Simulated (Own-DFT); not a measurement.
# Computed records: Si12O23 (quartz with two neutral oxygen vacancies, strained, atoms displaced)

All values are calculated (Own-DFT development build). A calculation, not a measurement: plane-wave PBE and HSE06 DFT by an unreviewed code, no spin, of a simulated cell at Gamma alone, so results move with cell size and shape, stress positive in tension, energies less offsets, not probed for a lower state with spin; oxygen file: force components 24 meV/angstrom off all-electron in a glass; k mesh not checked against a denser one; forces and stress are PBE's, HSE06 gives the energy alone, and its difference from PBE has offsets of its own; offsets are fitted by least squares, one for each functional and potential file, so energies compare only between cells with the same atoms and settings and are not formation energies; the far tail of each file's local potential was reset to the Coulomb form; each entry is a single point on an unrelaxed cell, so the pressure reflects the starting lattice, mostly measured values (interpolated for alloys), from which strain is counted, and rises with the displacements; printed positions are rounded, which can move forces by about a meV/angstrom; the program, named Own-DFT, is a retired in-house code; no spin-orbit coupling.

Settings shared by all entries: first functional PBE; second functional HSE06; exact exchange share 0.25; screening 0.11 1/bohr; exchange divergence Gygi-Baldereschi; potential files PseudoDojo norm-conserving, scalar-relativistic, made for PBE, standard set; wave cutoff 48 hartree; occupations fixed; k mesh 1 x 1 x 1 centred on Gamma.

(1) Si12O23 (quartz with two neutral oxygen vacancies, strained, atoms displaced)

```
cell vectors (Å)
   9.9062    -0.0699    -0.0427
  -5.0136     8.6416    -0.1216
  -0.0470    -0.1815    10.6995
atoms (fractions of the cell vectors)
Si  0.22943  0.99992  0.99782
Si  0.00492  0.23530  0.33546
Si  0.26326  0.26270  0.17000
O   0.20473  0.12900  0.05948
O   0.41996  0.28798  0.23093
O   0.37339  0.08190  0.39362
O   0.07507  0.36400  0.43754
O   0.13405  0.20496  0.27819
O   0.29280  0.43079  0.10979
Si  0.23397  0.99941  0.49619
Si  0.99650  0.23211  0.83341
Si  0.26664  0.26869  0.66437
O   0.20909  0.12922  0.56160
O   0.42469  0.29056  0.72947
O   0.36870  0.07013  0.89109
O   0.07558  0.36676  0.93685
O   0.13084  0.20794  0.77351
O   0.29841  0.43123  0.60897
Si  0.23697  0.49971  0.00314
Si  0.99900  0.73681  0.33265
Si  0.27017  0.77160  0.16725
O   0.20603  0.63200  0.06147
O   0.42432  0.79663  0.22270
O   0.36859  0.57878  0.39056
O   0.07577  0.86479  0.43623
O   0.13122  0.70195  0.27643
O   0.28395  0.92584  0.10344
Si  0.23502  0.49618  0.49879
Si  0.99811  0.73792  0.83479
Si  0.26343  0.76047  0.66834
O   0.21180  0.63265  0.55912
O   0.42605  0.79177  0.72692
O   0.36598  0.57691  0.89203
O   0.07397  0.86825  0.93945
O   0.12885  0.71284  0.77692
O   0.29242  0.92605  0.60565
Si  0.73757  0.99878  0.99744
Si  0.49782  0.23336  0.33606
Si  0.76150  0.25956  0.17058
O   0.71009  0.13629  0.06372
O   0.87090  0.07068  0.39131
O   0.57480  0.36654  0.44400
O   0.79552  0.42944  0.11110
Si  0.73862  0.00182  0.49904
Si  0.49955  0.23681  0.83364
Si  0.76000  0.25951  0.66576
O   0.70578  0.13516  0.56199
O   0.93302  0.30041  0.72409
O   0.86907  0.08106  0.89466
O   0.57455  0.36964  0.93574
O   0.63283  0.20191  0.77842
O   0.79078  0.42278  0.60630
Si  0.73523  0.50276  0.99923
Si  0.50565  0.73606  0.33252
Si  0.77056  0.76719  0.16546
O   0.71786  0.63569  0.05901
O   0.92498  0.79099  0.22438
O   0.86569  0.57537  0.39180
O   0.57404  0.85901  0.44423
O   0.62952  0.70250  0.26985
O   0.79270  0.92914  0.10309
Si  0.73557  0.49961  0.49582
Si  0.50091  0.73481  0.83260
Si  0.76498  0.76946  0.66314
O   0.71089  0.63998  0.55813
O   0.93189  0.79286  0.72741
O   0.87046  0.57806  0.89602
O   0.57373  0.86217  0.94277
O   0.63197  0.70989  0.77678
O   0.78494  0.92618  0.60735
```

| Quantity | Value |
| --- | --- |
| PBE energy of cell above offsets | -20.502 eV |
| HSE06 less PBE above offsets | 0.092 eV |
| PBE pressure | 6.91 GPa |
| PBE stress xx | -4.85 GPa |
| PBE stress yy | -7.83 GPa |
| PBE stress zz | -8.07 GPa |
| PBE stress yz | -7.46 GPa |
| PBE stress xz | -2.09 GPa |
| PBE stress xy | -1.49 GPa |

Force:
```
element  x (eV/Å)  y (eV/Å)  z (eV/Å)
     Si     3.311     0.953    -0.886
     Si      -3.8    -2.164    -3.892
     Si    -1.102     1.215    -1.558
      O    -1.605     1.957     0.876
      O     0.307     0.904     -0.22
      O    -1.539    -3.633     1.708
      O    -0.467     1.792     2.369
      O     1.187    -0.392    -0.589
      O     1.607    -2.241     1.787
     Si     2.535     0.062     1.467
     Si     0.245     1.997    -2.014
     Si    -0.517    -0.631     1.763
      O    -1.116      0.72    -0.373
      O    -0.819     0.684    -1.211
      O    -0.755     0.302     0.584
      O    -0.047     0.882     1.461
      O      1.34    -0.022    -1.233
      O     0.139    -0.298    -0.337
     Si    -0.799     1.107    -1.664
     Si     1.142    -2.916    -1.986
     Si    -4.088    -1.017     -1.03
      O    -0.187     0.059     -0.19
      O     4.362     0.425     2.625
      O    -0.467     -1.27     0.514
      O    -0.965     1.509     1.466
      O     0.218     0.833    -0.752
      O     1.223    -0.877     1.541
     Si     1.265     2.326     0.061
     Si     0.101    -1.916     0.255
     Si    -2.113     2.049     0.605
      O    -0.452    -1.002    -0.668
      O     0.247     0.343     0.027
      O    -0.056    -0.695     0.437
      O    -1.856     -0.11      0.59
      O     3.146    -0.305    -1.805
      O     0.305    -0.906     0.011
     Si    -1.601      1.44     0.476
     Si      3.71     1.829    -3.304
     Si     -0.76     3.271     4.423
      O     0.738    -3.156    -3.061
      O    -0.347    -0.607     0.871
      O    -1.653    -0.618    -0.165
      O     -0.13    -0.533    -0.375
     Si     -0.97     0.877    -0.519
     Si     0.902    -3.042    -0.489
     Si     0.078     3.903     3.317
      O     0.895    -3.744    -3.681
      O    -0.797    -0.805     -0.11
      O    -0.488    -2.015     0.246
      O    -0.368     1.332     1.667
      O      0.07     0.396    -0.559
      O    -0.337     0.319    -0.275
     Si       3.1    -1.813     0.234
     Si    -2.628    -0.655    -1.577
     Si    -3.176     0.866    -0.564
      O    -2.074     1.184     0.214
      O      1.62     0.878      0.88
      O      0.26     0.304    -0.492
      O    -0.081     1.641     0.672
      O     1.696     0.404    -1.182
      O     1.899    -1.724     2.058
     Si     1.201     1.401     2.707
     Si    -1.795    -0.891     0.285
     Si     0.787     0.179     3.116
      O     0.439     -1.99    -1.751
      O    -3.566     0.864    -2.441
      O     -0.23    -0.497    -0.143
      O    -0.427         1     0.636
      O     2.921      0.14    -2.038
      O     1.181     0.135     1.191
```

(2) Si12O23 (quartz with two neutral oxygen vacancies, strained, atoms displaced)

```
cell vectors (Å)
   9.7011    -0.0550     0.1915
  -4.8982     8.4168     0.0304
   0.2106     0.1603    10.7738
atoms (fractions of the cell vectors)
Si  0.23353  0.99287  0.99921
Si  0.00112  0.23345  0.33535
Si  0.26574  0.26292  0.16908
O   0.20557  0.13889  0.05623
O   0.42581  0.29276  0.22585
O   0.36513  0.07330  0.39428
O   0.07441  0.36527  0.43511
O   0.29043  0.42402  0.11031
Si  0.23627  0.99711  0.50099
Si  0.00267  0.23588  0.83609
Si  0.26555  0.26442  0.66657
O   0.20498  0.13546  0.55357
O   0.41619  0.28505  0.72340
O   0.37234  0.07611  0.89065
O   0.07845  0.36784  0.94206
O   0.14011  0.20445  0.77420
O   0.29613  0.43007  0.61117
Si  0.24097  0.50827  0.99839
Si  0.99333  0.73084  0.33619
Si  0.26642  0.76165  0.16658
O   0.20931  0.64002  0.05258
O   0.42486  0.78734  0.22737
O   0.36838  0.57156  0.39787
O   0.07615  0.86586  0.44262
O   0.12910  0.70189  0.27335
O   0.29861  0.92934  0.10915
Si  0.23681  0.49559  0.50072
Si  0.00113  0.73356  0.83543
Si  0.26744  0.76419  0.67107
O   0.20646  0.63164  0.55433
O   0.43098  0.79391  0.72648
O   0.36219  0.57086  0.89718
O   0.07670  0.87095  0.93563
O   0.13136  0.70839  0.77369
O   0.29522  0.92940  0.60654
Si  0.73463  0.99986  0.98970
Si  0.49689  0.22825  0.32918
Si  0.76438  0.26550  0.16586
O   0.71080  0.13670  0.05795
O   0.92395  0.29456  0.22887
O   0.56979  0.36553  0.44136
O   0.62878  0.20438  0.27672
O   0.79013  0.42446  0.10442
Si  0.73679  0.00241  0.50056
Si  0.50057  0.23390  0.83314
Si  0.77033  0.26151  0.66700
O   0.71013  0.13731  0.55991
O   0.92203  0.28874  0.72346
O   0.86679  0.07629  0.89369
O   0.56746  0.36299  0.93654
O   0.63607  0.20570  0.77504
O   0.79733  0.43029  0.60818
Si  0.74321  0.51041  0.00083
Si  0.49176  0.73313  0.33452
Si  0.76452  0.76711  0.16818
O   0.70500  0.63366  0.05642
O   0.92831  0.79916  0.22784
O   0.86335  0.57087  0.39375
O   0.57159  0.86262  0.44322
O   0.63246  0.70542  0.27515
O   0.79548  0.92526  0.10680
Si  0.73233  0.50002  0.50034
Si  0.50873  0.74456  0.83077
Si  0.76431  0.76607  0.67226
O   0.70576  0.63518  0.56230
O   0.92428  0.79127  0.72550
O   0.86472  0.57107  0.89687
O   0.56716  0.86394  0.94140
O   0.63810  0.71270  0.77311
O   0.79784  0.93494  0.61313
```

| Item | Value |
| --- | --- |
| PBE energy of cell above offsets | -17.479 eV |
| HSE06 less PBE above offsets | -0.541 eV |
| PBE pressure | 13.63 GPa |
| PBE stress xx | -15.93 GPa |
| PBE stress yy | -12 GPa |
| PBE stress zz | -12.94 GPa |
| PBE stress yz | 5.49 GPa |
| PBE stress xz | 7.9 GPa |
| PBE stress xy | -3.68 GPa |

Force:
```
element  x (eV/Å)  y (eV/Å)  z (eV/Å)
     Si    -0.081     3.285     1.574
     Si     0.751    -3.504    -1.837
     Si    -3.326    -1.197     0.973
      O     1.022    -1.896    -0.594
      O     1.277       0.3     0.314
      O     1.014    -1.448    -1.301
      O     0.299     1.845     2.192
      O    -1.006     2.355    -1.148
     Si    -2.539     0.433     1.358
     Si      1.13     3.117    -2.207
     Si     0.273    -0.778    -4.033
      O    -0.177     0.376      0.64
      O     4.725     0.594     1.877
      O    -1.283    -4.574     1.733
      O    -1.067    -0.748     -0.53
      O    -3.846    -1.343     3.215
      O    -0.341      0.65    -0.231
     Si    -2.609    -5.231     5.901
     Si     1.047     3.713     -0.97
     Si    -0.691      0.18    -0.468
      O    -0.986     1.066     0.962
      O     -0.66     0.845    -1.343
      O     1.457    -0.754    -1.857
      O    -1.116    -1.636    -0.863
      O     0.113    -0.506     0.263
      O    -0.246     0.321    -0.399
     Si    -2.437    -1.512     1.856
     Si     -3.12     1.755    -1.068
     Si     0.689    -0.033    -4.307
      O     -0.62     1.832     2.198
      O    -0.469     0.556    -0.762
      O     5.716     4.533    -6.897
      O    -1.156    -1.277    -0.018
      O     1.736    -1.418     0.495
      O     1.347    -1.045     1.639
     Si    -2.466    -1.688     7.583
     Si    -2.919     4.238     2.549
     Si      1.17    -0.928     0.207
      O    -0.033    -0.899    -0.543
      O     0.306     0.173     0.021
      O    -0.356    -0.925    -0.887
      O     3.929    -0.964    -1.784
      O    -0.194     1.277     0.105
     Si     2.083     0.736    -2.186
     Si    -0.498      3.59     -2.48
     Si    -3.728      1.76    -2.022
      O    -0.936    -0.616    -0.607
      O      5.44     0.627     2.953
      O     2.637     -0.34    -3.321
      O     1.111     2.824     1.922
      O      0.25    -0.807     0.388
      O    -0.056    -0.166    -0.092
     Si    -4.436    -6.568     2.444
     Si     3.172     1.489     0.745
     Si     1.572    -1.355    -0.839
      O    -1.369     2.272      1.68
      O     0.614    -0.217     0.136
      O     0.569    -1.441    -0.958
      O    -0.327     0.262     0.032
      O    -1.304    -0.786     1.356
      O    -1.922     2.695    -2.733
     Si    -1.244     -2.06      2.51
     Si    -2.373    -2.929     1.624
     Si     3.528     1.345    -6.167
      O    -0.442     0.603     0.372
      O     2.214     0.073     1.575
      O     3.758     1.574    -4.389
      O    -0.142      0.69     0.515
      O    -2.266    -2.331     4.123
      O    -0.168    -0.066    -0.188
```

(3) Si12O23 (quartz with two neutral oxygen vacancies, strained, atoms displaced)

```
cell vectors (Å)
   9.7693     0.1566     0.1860
  -4.7490     8.4970    -0.2494
   0.2046    -0.1987    10.5984
atoms (fractions of the cell vectors)
Si  0.23943  0.00229  0.99774
Si  0.99903  0.23500  0.33653
Si  0.26889  0.26390  0.16864
O   0.20691  0.13750  0.06215
O   0.42682  0.29653  0.22605
O   0.36196  0.06902  0.39397
O   0.07203  0.37094  0.43665
O   0.13287  0.20695  0.27205
O   0.29468  0.42864  0.10700
Si  0.23306  0.00163  0.49992
Si  0.99804  0.23226  0.82972
Si  0.26408  0.26228  0.66860
O   0.20533  0.12899  0.55737
O   0.42699  0.29460  0.72462
O   0.36256  0.06897  0.88947
O   0.07482  0.36869  0.93881
O   0.13225  0.20879  0.77704
O   0.29610  0.42491  0.60469
Si  0.22929  0.50168  0.00132
Si  0.99852  0.73309  0.33648
Si  0.26694  0.76437  0.16679
O   0.19955  0.62496  0.05598
O   0.42849  0.79356  0.21873
O   0.36579  0.57824  0.39035
O   0.07233  0.86252  0.43809
O   0.13054  0.70447  0.27122
O   0.29098  0.92345  0.10944
Si  0.24110  0.50808  0.49589
Si  0.99866  0.73281  0.83533
Si  0.26326  0.76420  0.66144
O   0.20568  0.63340  0.55958
O   0.43068  0.79731  0.72938
O   0.36861  0.57210  0.89863
O   0.07688  0.87323  0.93844
O   0.13801  0.71450  0.77719
O   0.29904  0.92516  0.60807
Si  0.73281  0.99551  0.99448
Si  0.49455  0.23433  0.33178
Si  0.76863  0.26773  0.16542
O   0.70128  0.13062  0.06229
O   0.92713  0.29548  0.22600
O   0.86397  0.07180  0.39380
O   0.57289  0.37266  0.43491
O   0.63263  0.20660  0.27130
O   0.79125  0.42809  0.10718
Si  0.72983  0.99937  0.50266
Si  0.49863  0.23509  0.83194
Si  0.76401  0.25889  0.67019
O   0.70613  0.13315  0.56376
O   0.92373  0.29521  0.73355
O   0.86517  0.06915  0.89289
O   0.63671  0.20662  0.77120
O   0.79498  0.42976  0.60878
Si  0.73616  0.49959  0.99892
Si  0.49588  0.73016  0.32939
Si  0.76281  0.77164  0.16603
O   0.92971  0.79461  0.22592
O   0.87491  0.57753  0.39395
O   0.57619  0.86721  0.43626
O   0.63063  0.70658  0.27320
O   0.79336  0.92811  0.10782
Si  0.72917  0.49717  0.49548
Si  0.49929  0.73514  0.83562
Si  0.76389  0.76433  0.67067
O   0.70658  0.63355  0.55865
O   0.92311  0.78970  0.72472
O   0.86509  0.57370  0.88912
O   0.57233  0.86684  0.94082
O   0.63157  0.70874  0.77686
O   0.79090  0.93225  0.60699
```

| Property | Result |
| --- | --- |
| PBE energy of cell above offsets | -18.440 eV |
| HSE06 less PBE above offsets | -0.305 eV |
| PBE pressure | 11.52 GPa |
| PBE stress xx | -12.95 GPa |
| PBE stress yy | -9.22 GPa |
| PBE stress zz | -12.39 GPa |
| PBE stress yz | -5.5 GPa |
| PBE stress xz | 7.48 GPa |
| PBE stress xy | 2.49 GPa |

Force:
```
element  x (eV/Å)  y (eV/Å)  z (eV/Å)
     Si    -1.022    -1.857     2.175
     Si      -1.7    -1.718     -1.72
     Si    -2.645     3.481    -0.352
      O     0.409    -2.216    -2.388
      O     1.359     0.207     0.539
      O     1.656     1.901    -2.092
      O     0.923     2.721     2.565
      O     0.594     -0.64     0.728
      O     0.073     -0.59     0.511
     Si     2.846    -6.009    -0.726
     Si    -2.951     -0.01     3.572
     Si    -0.473     1.673    -0.793
      O     -3.43     3.651     2.386
      O     0.236    -0.192    -0.119
      O     1.812     1.485    -2.019
      O    -0.937    -0.887     -0.13
      O     3.712    -1.022    -1.747
      O    -0.734     0.295     -0.76
     Si     5.737    -5.946    -1.986
     Si    -1.433    -0.486    -3.329
     Si    -1.434    -0.459    -0.941
      O    -4.865     6.491     3.624
      O      1.23    -0.322     1.005
      O     1.018    -0.447    -1.259
      O     0.613     3.542      3.56
      O      1.91     -0.51    -0.258
      O    -0.478     1.108    -1.078
     Si    -0.041    -5.495     1.152
     Si     -1.76     1.004    -0.433
     Si     1.744     2.112     4.587
      O    -1.451    -0.498    -1.153
      O    -1.563    -0.502    -1.212
      O     0.846     1.033    -1.431
      O    -0.637     0.037     0.621
      O     1.919    -0.773     -1.11
      O    -1.694     2.148    -1.856
     Si    -0.312     0.582     2.421
     Si     0.558    -1.651     0.046
     Si    -0.235     0.645     0.544
      O     0.143    -0.849    -1.437
      O     0.754    -0.172     0.506
      O     0.516     0.725    -0.568
      O    -1.151    -0.496     0.373
      O    -0.337    -0.305     0.736
      O     0.828    -0.397     0.554
     Si     1.732    -1.708    -2.302
     Si     0.378     1.498     2.639
     Si      0.53     5.569    -1.561
      O    -1.693    -0.101    -1.474
      O     0.058     0.244    -1.037
      O     1.443     1.211    -1.951
      O    -2.288    -1.739     2.689
      O    -0.292    -1.227    -0.404
     Si    -3.521     0.309      0.42
     Si    -2.108     2.421     0.089
     Si     4.039    -3.227    -0.908
      O    -1.339     -0.05    -0.137
      O    -1.246    -2.622     0.921
      O    -1.061    -0.143     0.431
      O     2.384    -1.084    -0.785
      O    -0.866     1.556    -1.141
     Si     3.852    -0.035     1.224
     Si    -3.364    -2.153     0.171
     Si    -0.647     1.788     -1.71
      O    -1.587     1.156     0.304
      O     1.205     0.237     0.868
      O      0.73      -0.1    -0.402
      O    -0.616     0.781     1.388
      O     2.636    -0.817    -0.711
      O     1.487    -2.156     2.068
```
